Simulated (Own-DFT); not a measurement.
## Calculated data, Hf₃₆O₇₁ (tetragonal hafnia with one neutral oxygen vacancy, atoms displaced)

A calculation, not a measurement: plane-wave PBE and HSE06 DFT by an unreviewed code, no spin, of a simulated cell at Gamma alone, so results move with cell size and shape, stress positive in tension, energies less offsets, not probed for a lower state with spin; hafnium file: forces about 75 meV/angstrom off all-electron values; oxygen file: force components 24 meV/angstrom off all-electron in a glass; k mesh not checked against a denser one; forces and stress are PBE's, HSE06 gives the energy alone, and its difference from PBE has offsets of its own; offsets are fitted by least squares, one for each functional and potential file, so energies compare only between cells with the same atoms and settings and are not formation energies; the far tail of each file's local potential was reset to the Coulomb form; each entry is a single point on an unrelaxed cell, so the pressure reflects the starting lattice, taken from the Materials Project, from which strain is counted, and rises with the displacements; printed positions are rounded, which can move forces by about a meV/angstrom; the program is a retired in-house code; no spin-orbit coupling. Program: Own-DFT development build.

Common to all runs: first functional PBE; second functional HSE06; exact exchange share 0.25; screening 0.11 1/bohr; exchange divergence Gygi-Baldereschi; potential files PseudoDojo norm-conserving, scalar-relativistic, made for PBE, standard set; wave cutoff 48 hartree; occupations fixed; k mesh 1 x 1 x 1 centred on Gamma.

```json
{"entry": 1, "formula": "Hf36O71", "kind": "tetragonal hafnia with one neutral oxygen vacancy, atoms displaced", "structure": {"cell_angstrom": [[10.78, 0.0, 0.0], [0.0, 10.78, 0.0], [0.0, 0.0, 10.4493]], "atoms_fractional": [["Hf", 0.9965, 0.00495, 0.99706], ["Hf", 0.1729, 0.16489, 0.25414], ["O", 0.00216, 0.16951, 0.15558], ["O", 0.16335, 0.99711, 0.35279], ["O", 0.98954, 0.16776, 0.40532], ["O", 0.16449, 0.00088, 0.09546], ["Hf", 0.99332, 0.00122, 0.50878], ["Hf", 0.16491, 0.1652, 0.76046], ["O", 0.98877, 0.17087, 0.65796], ["O", 0.16287, 0.99641, 0.8466], ["O", 0.99987, 0.16957, 0.89573], ["O", 0.16569, 0.99309, 0.60211], ["Hf", 0.99558, 0.33017, 0.99924], ["Hf", 0.16573, 0.49704, 0.25286], ["O", 0.0051, 0.50097, 0.15491], ["O", 0.16394, 0.32902, 0.34997], ["O", 0.00707, 0.49719, 0.39187], ["O", 0.16253, 0.33098, 0.08832], ["Hf", 0.0016, 0.33178, 0.49796], ["Hf", 0.16379, 0.48996, 0.7496], ["O", 0.00142, 0.50958, 0.65399], ["O", 0.16711, 0.34011, 0.84867], ["O", 0.00867, 0.49902, 0.90131], ["O", 0.16693, 0.33444, 0.59443], ["Hf", 0.0055, 0.6646, 0.00693], ["Hf", 0.16916, 0.84221, 0.2463], ["O", 0.00446, 0.82115, 0.14664], ["O", 0.17397, 0.66297, 0.3502], ["O", 0.00787, 0.84241, 0.40852], ["O", 0.17003, 0.66237, 0.09752], ["Hf", 0.00083, 0.66559, 0.49077], ["Hf", 0.16426, 0.83714, 0.74373], ["O", 0.99785, 0.83707, 0.66272], ["O", 0.17076, 0.66754, 0.84316], ["O", 0.99646, 0.83428, 0.90289], ["O", 0.16926, 0.66316, 0.59888], ["Hf", 0.33601, 0.99892, 0.00359], ["Hf", 0.49083, 0.1652, 0.24417], ["O", 0.32599, 0.17188, 0.15627], ["O", 0.50831, 0.99702, 0.34094], ["O", 0.33043, 0.17245, 0.40691], ["O", 0.49629, 0.99439, 0.10245], ["Hf", 0.33413, 0.00096, 0.50179], ["Hf", 0.50288, 0.16244, 0.7471], ["O", 0.32412, 0.16846, 0.64792], ["O", 0.49252, 0.00878, 0.84653], ["O", 0.3385, 0.16585, 0.89327], ["O", 0.49667, 0.99016, 0.59631], ["Hf", 0.33933, 0.33893, 0.99738], ["Hf", 0.50214, 0.49947, 0.24876], ["O", 0.33744, 0.49818, 0.15696], ["O", 0.50023, 0.33403, 0.35204], ["O", 0.33372, 0.50291, 0.4], ["O", 0.49584, 0.33314, 0.1066], ["Hf", 0.33796, 0.33763, 0.50015], ["Hf", 0.49985, 0.50503, 0.75449], ["O", 0.33596, 0.5007, 0.65471], ["O", 0.50594, 0.33336, 0.84486], ["O", 0.33747, 0.51123, 0.90042], ["O", 0.49522, 0.3383, 0.60687], ["Hf", 0.33181, 0.65561, 0.99153], ["Hf", 0.50055, 0.84047, 0.24974], ["O", 0.32637, 0.82779, 0.15729], ["O", 0.49609, 0.66419, 0.35169], ["O", 0.33276, 0.8368, 0.40015], ["O", 0.50316, 0.6634, 0.1027], ["Hf", 0.33519, 0.66679, 0.4969], ["Hf", 0.50101, 0.82778, 0.75767], ["O", 0.32955, 0.83378, 0.65697], ["O", 0.48663, 0.66379, 0.85459], ["O", 0.33462, 0.83432, 0.90139], ["O", 0.50625, 0.66832, 0.60284], ["Hf", 0.65976, 0.00511, 0.99722], ["Hf", 0.83493, 0.1629, 0.25636], ["O", 0.83147, 0.00907, 0.34657], ["O", 0.6671, 0.16849, 0.39302], ["O", 0.82925, 2e-05, 0.09728], ["Hf", 0.66996, 0.99586, 0.49359], ["Hf", 0.8319, 0.17877, 0.74032], ["O", 0.65048, 0.16092, 0.65445], ["O", 0.83441, 0.99041, 0.85751], ["O", 0.67351, 0.16293, 0.89953], ["O", 0.82835, 0.9978, 0.59605], ["Hf", 0.66872, 0.33457, 0.00145], ["Hf", 0.82838, 0.51045, 0.2456], ["O", 0.6636, 0.50597, 0.14585], ["O", 0.83166, 0.33558, 0.34861], ["O", 0.66519, 0.49979, 0.40446], ["O", 0.83439, 0.33474, 0.09915], ["Hf", 0.66264, 0.32839, 0.50255], ["Hf", 0.83634, 0.50571, 0.74269], ["O", 0.67077, 0.50292, 0.65305], ["O", 0.82853, 0.32529, 0.85144], ["O", 0.67083, 0.50055, 0.90209], ["O", 0.83827, 0.33397, 0.59585], ["Hf", 0.66124, 0.66729, 0.0015], ["Hf", 0.83386, 0.83459, 0.25093], ["O", 0.66935, 0.84191, 0.15655], ["O", 0.83822, 0.66678, 0.34289], ["O", 0.66256, 0.83465, 0.40108], ["O", 0.82958, 0.66552, 0.09782], ["Hf", 0.66987, 0.67072, 0.49716], ["Hf", 0.83036, 0.83726, 0.75162], ["O", 0.66771, 0.82987, 0.64735], ["O", 0.83302, 0.66404, 0.85151], ["O", 0.67037, 0.83571, 0.90644], ["O", 0.83474, 0.66689, 0.59107]]}, "results": {"PBE_energy_of_cell_above_offsets [eV]": "-96.403", "HSE06_less_PBE_above_offsets [eV]": "0.091", "PBE_pressure [GPa]": 2.16, "PBE_stress_xx [GPa]": -2.22, "PBE_stress_yy [GPa]": -2.01, "PBE_stress_zz [GPa]": -2.24, "PBE_stress_yz [GPa]": -0.77, "PBE_stress_xz [GPa]": 0.71, "PBE_stress_xy [GPa]": 0.02, "force_element": ["Hf", "Hf", "O", "O", "O", "O", "Hf", "Hf", "O", "O", "O", "O", "Hf", "Hf", "O", "O", "O", "O", "Hf", "Hf", "O", "O", "O", "O", "Hf", "Hf", "O", "O", "O", "O", "Hf", "Hf", "O", "O", "O", "O", "Hf", "Hf", "O", "O", "O", "O", "Hf", "Hf", "O", "O", "O", "O", "Hf", "Hf", "O", "O", "O", "O", "Hf", "Hf", "O", "O", "O", "O", "Hf", "Hf", "O", "O", "O", "O", "Hf", "Hf", "O", "O", "O", "O", "Hf", "Hf", "O", "O", "O", "Hf", "Hf", "O", "O", "O", "O", "Hf", "Hf", "O", "O", "O", "O", "Hf", "Hf", "O", "O", "O", "O", "Hf", "Hf", "O", "O", "O", "O", "Hf", "Hf", "O", "O", "O", "O"], "force_x [eV/angstrom]": [-0.522, -2.415, -0.21, 0.509, 0.455, 0.533, 1.827, 0.753, 2.945, 0.084, 0.179, -0.568, 0.522, 0.376, -1.548, 0.139, -0.525, 1.477, 0.359, 0.226, -0.351, 0.676, -0.748, -0.583, -0.208, -0.68, -1.053, -0.725, -1.219, 0.181, 1.814, 0.264, -0.974, -0.029, 0.403, -0.767, -1.377, 2.103, 1.426, -0.594, 0.436, -0.275, -1.006, -4.039, 0.988, 0.887, -1.096, 0.819, -1.297, -0.334, -0.655, -0.037, -0.013, 0.852, -0.477, 0.6, -0.148, -0.389, 0.02, 1.148, -0.798, -0.755, 1.902, 0.522, 0.369, -0.781, -0.419, -1.097, 1.599, 1.635, 0.58, -0.501, 1.737, -0.269, -0.124, -0.206, 0.417, -1.624, -1.806, 4.332, -0.083, -0.672, -0.227, 0.127, 0.834, 0.459, -0.084, 0.322, -0.912, -0.115, -0.46, -0.473, 0.252, -0.647, -1.584, 1.262, 0.477, -0.262, -0.039, 0.846, 0.082, -1.314, 0.722, -0.188, -0.105, -1.485, 0.415], "force_y [eV/angstrom]": [-1.298, 0.155, -0.408, 1.706, -0.608, -0.079, 0.072, -0.07, -0.59, 1.313, -0.395, 0.792, 0.946, 0.599, 0.255, 0.086, 0.527, 0.244, 0.556, 3.373, -0.629, -2.477, -0.466, 0.356, 0.641, -1.718, 0.762, 1.084, -1.248, -0.442, -0.339, -1.546, 0.123, -0.406, -0.353, 0.53, -0.767, 1.004, -0.487, 1.947, -1.49, 0.681, -0.223, 1.503, -0.414, -2.417, 0.706, 0.469, -0.545, 0.674, -0.405, -0.65, -0.994, -0.608, 0.402, -1.092, -0.062, 0.173, -5.583, -0.31, 4.821, -2.695, 0.943, 0.845, 0.18, 0.542, 0.31, 0.84, -0.167, 1.073, 0.507, 0.063, -0.312, 2.854, -3.36, -0.406, 0.574, 0.853, -1.545, 0.546, 2.088, 0.773, 0.28, -0.302, -2.604, -0.772, 0.349, 0.077, -0.056, 1.246, 0.365, -0.347, 1.975, 0.264, -0.403, -0.47, 0.634, -0.594, 1.22, -0.426, -0.012, -1.127, -1.062, 0.314, 0.33, -0.619, -0.142], "force_z [eV/angstrom]": [-0.43, 0.372, -0.073, -0.437, 0.467, 0.455, -0.361, -1.089, -1.246, 0.654, 0.464, -0.58, 0.36, -0.129, -0.537, -0.481, 1.415, 0.376, -0.987, -1.068, -0.978, 0.363, 0.26, 0.522, -1.412, 0.839, 1.393, -0.49, -0.408, -0.109, 1.044, 1.3, -1.574, 0.458, 0.851, -1.204, -1.726, 1.092, -1.334, 0.969, -0.942, -0.267, 0.726, 0.861, 0.54, 0.926, 1.802, -0.386, 0.009, 1.025, -1.154, -0.056, 0.464, -0.945, 0.587, -1.607, 0.03, 1.171, -1.256, -1.055, 2.935, -0.271, -0.769, -0.367, 0.459, -0.465, 0.521, -1.401, -0.516, -0.179, 0.903, 0.079, 0.529, -1.654, 1.195, 0.951, 0.515, 0.52, 1.989, -2.424, -1.25, 0.626, 0.477, -0.398, -0.338, 0.424, -0.344, -0.231, -0.163, -1.026, 1.581, 0.011, -0.41, 0.166, 0.648, -0.029, -1.578, 0.052, 0.946, -0.557, 0.406, 0.973, 1.207, 0.651, -1.148, -0.683, -0.035]}}
{"entry": 2, "formula": "Hf36O71", "kind": "tetragonal hafnia with one neutral oxygen vacancy, atoms displaced", "structure": {"cell_angstrom": [[10.78, 0.0, 0.0], [0.0, 10.78, 0.0], [0.0, 0.0, 10.4493]], "atoms_fractional": [["Hf", 0.00255, 0.00838, 0.99674], ["Hf", 0.17171, 0.16499, 0.26197], ["O", 0.00197, 0.16264, 0.15072], ["O", 0.16911, 0.99591, 0.34463], ["O", 0.00944, 0.17115, 0.40277], ["O", 0.16892, 0.99905, 0.10374], ["Hf", 0.99692, 0.99023, 0.49826], ["Hf", 0.16298, 0.16994, 0.74957], ["O", 0.00021, 0.16899, 0.6624], ["O", 0.17023, 0.99955, 0.84529], ["O", 0.00042, 0.1614, 0.90143], ["O", 0.17032, 0.00288, 0.59438], ["Hf", 0.00258, 0.33391, 0.9935], ["Hf", 0.16745, 0.4918, 0.24499], ["O", 0.99823, 0.50147, 0.14701], ["O", 0.99537, 0.497, 0.40616], ["O", 0.16447, 0.33066, 0.10794], ["Hf", 0.00043, 0.33952, 0.49256], ["Hf", 0.16873, 0.49887, 0.7485], ["O", 0.99904, 0.50257, 0.65006], ["O", 0.1711, 0.33775, 0.84944], ["O", 0.99162, 0.49534, 0.90315], ["O", 0.1588, 0.32748, 0.59669], ["Hf", 0.99313, 0.66835, 3e-05], ["Hf", 0.16939, 0.8244, 0.2549], ["O", 0.99817, 0.83026, 0.15592], ["O", 0.15741, 0.66321, 0.34957], ["O", 0.01168, 0.83557, 0.39873], ["O", 0.17059, 0.67277, 0.09732], ["Hf", 0.00199, 0.66546, 0.51461], ["Hf", 0.16971, 0.83065, 0.74949], ["O", 0.00116, 0.83635, 0.64967], ["O", 0.15927, 0.66289, 0.8474], ["O", 0.99837, 0.83202, 0.90936], ["O", 0.16934, 0.66627, 0.60229], ["Hf", 0.33019, 0.99726, 0.98797], ["Hf", 0.49525, 0.1601, 0.2549], ["O", 0.33607, 0.16447, 0.15791], ["O", 0.49667, 0.00574, 0.34493], ["O", 0.33101, 0.16982, 0.3981], ["O", 0.50386, 0.00279, 0.09398], ["Hf", 0.33186, 0.00071, 0.4966], ["Hf", 0.5026, 0.1653, 0.75433], ["O", 0.33519, 0.16412, 0.64353], ["O", 0.50171, 0.9937, 0.84157], ["O", 0.33479, 0.16942, 0.9036], ["O", 0.50282, 0.00362, 0.59612], ["Hf", 0.33292, 0.33406, 0.00556], ["Hf", 0.50518, 0.50622, 0.25307], ["O", 0.33391, 0.49872, 0.14726], ["O", 0.5009, 0.32938, 0.34918], ["O", 0.33233, 0.50044, 0.40019], ["O", 0.50462, 0.32356, 0.10173], ["Hf", 0.33551, 0.3211, 0.51306], ["Hf", 0.50491, 0.49852, 0.74216], ["O", 0.33546, 0.50324, 0.65802], ["O", 0.49258, 0.34115, 0.85277], ["O", 0.32067, 0.49073, 0.90505], ["O", 0.49954, 0.33232, 0.60129], ["Hf", 0.33856, 0.66736, 0.00835], ["Hf", 0.49244, 0.83585, 0.24416], ["O", 0.33708, 0.83042, 0.1494], ["O", 0.50532, 0.66777, 0.34298], ["O", 0.32918, 0.84273, 0.40211], ["O", 0.50209, 0.66549, 0.09369], ["Hf", 0.33495, 0.66188, 0.49592], ["Hf", 0.50203, 0.82922, 0.75224], ["O", 0.33375, 0.83098, 0.65988], ["O", 0.49909, 0.66646, 0.84611], ["O", 0.32991, 0.83457, 0.89899], ["O", 0.50382, 0.67258, 0.59989], ["Hf", 0.66966, 0.99954, 0.00454], ["Hf", 0.83905, 0.15746, 0.25522], ["O", 0.67072, 0.16326, 0.15461], ["O", 0.84095, 0.99885, 0.35335], ["O", 0.66713, 0.16333, 0.40013], ["O", 0.83755, 0.99745, 0.10656], ["Hf", 0.66732, 0.00297, 0.5042], ["Hf", 0.836, 0.17017, 0.74377], ["O", 0.66301, 0.16084, 0.65135], ["O", 0.83796, 0.99311, 0.8417], ["O", 0.68003, 0.16378, 0.91169], ["O", 0.82742, 0.99487, 0.59214], ["Hf", 0.66109, 0.33491, 0.99404], ["Hf", 0.83521, 0.49737, 0.25385], ["O", 0.66987, 0.5107, 0.15066], ["O", 0.84058, 0.3385, 0.34366], ["O", 0.65704, 0.50113, 0.39863], ["O", 0.83816, 0.33377, 0.10176], ["Hf", 0.67378, 0.33218, 0.50157], ["Hf", 0.81937, 0.49677, 0.74682], ["O", 0.6697, 0.49624, 0.65131], ["O", 0.83257, 0.33776, 0.84655], ["O", 0.66856, 0.50496, 0.90184], ["O", 0.83794, 0.32701, 0.60106], ["Hf", 0.66152, 0.66057, 0.00027], ["Hf", 0.83741, 0.83964, 0.25733], ["O", 0.67127, 0.8415, 0.14392], ["O", 0.83066, 0.66722, 0.34611], ["O", 0.66532, 0.83675, 0.3954], ["O", 0.8324, 0.66247, 0.0984], ["Hf", 0.66235, 0.665, 0.49753], ["Hf", 0.83607, 0.82686, 0.75286], ["O", 0.67152, 0.83653, 0.65035], ["O", 0.83996, 0.66232, 0.85103], ["O", 0.66952, 0.83515, 0.90436], ["O", 0.82605, 0.67189, 0.60233]]}, "results": {"PBE_energy_of_cell_above_offsets [eV]": "-97.102", "HSE06_less_PBE_above_offsets [eV]": "0.101", "PBE_pressure [GPa]": 1.9, "PBE_stress_xx [GPa]": -0.86, "PBE_stress_yy [GPa]": -2.79, "PBE_stress_zz [GPa]": -2.03, "PBE_stress_yz [GPa]": 0.62, "PBE_stress_xz [GPa]": -0.24, "PBE_stress_xy [GPa]": 0.05, "force_element": ["Hf", "Hf", "O", "O", "O", "O", "Hf", "Hf", "O", "O", "O", "O", "Hf", "Hf", "O", "O", "O", "Hf", "Hf", "O", "O", "O", "O", "Hf", "Hf", "O", "O", "O", "O", "Hf", "Hf", "O", "O", "O", "O", "Hf", "Hf", "O", "O", "O", "O", "Hf", "Hf", "O", "O", "O", "O", "Hf", "Hf", "O", "O", "O", "O", "Hf", "Hf", "O", "O", "O", "O", "Hf", "Hf", "O", "O", "O", "O", "Hf", "Hf", "O", "O", "O", "O", "Hf", "Hf", "O", "O", "O", "O", "Hf", "Hf", "O", "O", "O", "O", "Hf", "Hf", "O", "O", "O", "O", "Hf", "Hf", "O", "O", "O", "O", "Hf", "Hf", "O", "O", "O", "O", "Hf", "Hf", "O", "O", "O", "O"], "force_x [eV/angstrom]": [-0.165, -0.866, 0.208, 0.068, -0.172, 0.394, 0.794, 0.765, -0.078, -0.063, 0.169, -0.896, -1.048, -0.574, 1.099, 0.48, 0.366, 0.308, -0.816, -0.481, -0.877, 0.781, 1.629, 0.398, -1.58, 0.686, 0.847, -0.807, 0.023, -0.577, -0.191, 0.149, 0.293, 0.277, 0.426, -0.173, 1.695, -0.942, -0.381, -0.557, -1.491, 0.38, -0.83, 0.087, -0.264, 0.197, -1.08, 0.212, -0.19, 0.58, 0.009, -0.036, -0.302, -0.739, -1.518, 0.295, 1.309, 0.672, 1.463, -2.279, 3.236, -0.482, -0.961, 0.619, -0.477, -0.589, 0.926, 0.326, -0.122, 0.196, -0.739, 0.809, -0.539, 0.096, 0.347, 0.792, 0.213, -0.99, -0.734, 0.73, 0.116, -0.949, 2.017, 1.537, 0.595, -1.058, -0.92, 0.528, -0.87, -1.339, 4.677, -1.953, -0.435, -0.335, -1.109, 2.733, -0.879, -0.99, 0.159, -0.145, -0.542, 1.463, -0.858, -1.081, -0.484, -0.299, 0.683], "force_y [eV/angstrom]": [-2.392, 0.308, -0.175, 0.507, -0.809, -0.114, 1.227, -0.375, -0.622, 0.384, 2.139, -0.097, 0.475, 0.034, 0.002, 1.851, 0.312, -1.209, 0.846, 0.317, -1.669, 0.295, 0.349, -0.671, 0.91, -0.332, -0.794, -1.05, -0.131, -0.27, -0.354, -0.318, 0.336, 0.817, 0.059, 0.932, 2.501, 0.165, -2.537, -0.275, -0.418, 0.749, -0.608, 0.689, 1.665, -0.47, -0.206, -0.254, -2.659, 0.195, 0.865, -0.254, 0.942, 1.033, 0.333, -0.111, -0.925, 2.18, 0.399, -0.77, 1.37, -0.26, 0.95, -3.01, 0.082, 0.574, 0.505, 0.083, -1.101, -1.209, -0.847, -0.899, 1.629, -0.162, 0.305, 1.065, 0.492, -1.305, -1.155, 0.959, 1.461, 1.195, 0.779, -1.005, 1.524, -0.755, -1.878, -0.835, 0.174, -0.963, 1.111, -0.208, -1.205, -1.403, 0.206, 2.402, -1.695, -0.621, -0.063, -0.262, 0.307, 2.39, 0.447, -0.326, 0.013, -1.143, -0.657], "force_z [eV/angstrom]": [2.257, -1.799, 0.568, 0.67, 0.347, -1.566, 0.349, 0.045, -0.97, 0.047, -1.021, 0.161, 1.837, 0.131, 1.162, -0.764, -0.274, 0.529, 1.303, 0.085, -0.183, -0.262, 0.106, 0.619, -1.602, 0.474, 0.467, 0.904, 0.135, -1.457, 0.866, -0.18, -0.488, -0.888, -0.613, 2.065, -2.117, -0.433, 0.857, 0.699, -0.164, 0.844, -0.279, 1.238, 0.506, -0.576, -0.066, 0.594, -0.553, 0.746, 0.401, 0.558, -0.851, -1.903, 1.55, -1.08, -0.591, 0.141, 0.475, -1.741, 0.276, -0.211, 0.721, -0.373, 1.313, 0.47, -0.862, -1.047, 0.286, 0.319, -0.611, 0.934, -2.387, 0.669, 0.815, 0.958, -0.675, -0.769, 1.67, 0.408, 0.074, -1.671, 0.64, 2.302, -2.306, 0.244, 1.763, 0.94, -1.238, -1.623, 2.226, -1.863, -0.376, -1.404, -0.434, 0.688, -2.16, 1.474, 0.905, 0.96, -0.442, -1.025, 0.497, 0.494, -0.715, -0.631, -0.534]}}
```
